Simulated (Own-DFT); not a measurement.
# Same atoms, different arrangement: C36Si36, 72 atoms

No measurement is shown. These are fixed-geometry runs of a retired plane-wave code named Own-DFT, which no person has reviewed; spin and spin-orbit coupling are neglected.

Settings: PBE; PseudoDojo norm-conserving scalar-relativistic files; cutoff 42 hartree; 4 x 4 x 3 k mesh centred on Gamma; Fermi-Dirac smearing of 0.1 eV.

Limits: forces on such cells passed a denser k mesh, each cell not checked; stress not checked against mesh or cutoff.

All cells hold the same atoms in the same cell, with vectors in Å (9.248, 0.000, 0.000); (-4.624, 8.009, 0.000); (0.000, 0.000, 10.068). u is the rms random offset of the atoms per axis. Free energies are per cell, over the lowest run. The arrangements:

- A: 2H SiC
- B: 4H SiC

| arrangement | u (Å) | E (eV) | P (GPa) |
|---|---|---|---|
| A | 0.0295 | 0.418 | 3.78 |
| A | 0.0319 | 0.941 | 4.02 |
| A | 0.0329 | 1.247 | 4.23 |
| A | 0.0561 | 5.432 | 5.43 |
| A | 0.0590 | 6.907 | 6.09 |
| A | 0.0612 | 8.469 | 6.48 |
| B | 0.0294 | 0.000 | 3.59 |
| B | 0.0297 | 0.057 | 3.63 |
| B | 0.0307 | 0.476 | 3.91 |
| B | 0.0531 | 5.468 | 5.54 |
| B | 0.0562 | 6.131 | 5.69 |
| B | 0.0581 | 5.983 | 5.49 |

The question: how far apart are the arrangements at u = 0?

## Answer

Fit E = a + b u², with one b for all and one a for each arrangement, and with residuals divided by u², since the noise grows with the moves. Then b = 2531 eV/Å², the scatter at u = 0.04 Å is 0.28 eV, and against A:

- B: -0.41 ± 0.13 eV (lower)

The cells share one lattice and weren't relaxed, which can shift such small differences either way.
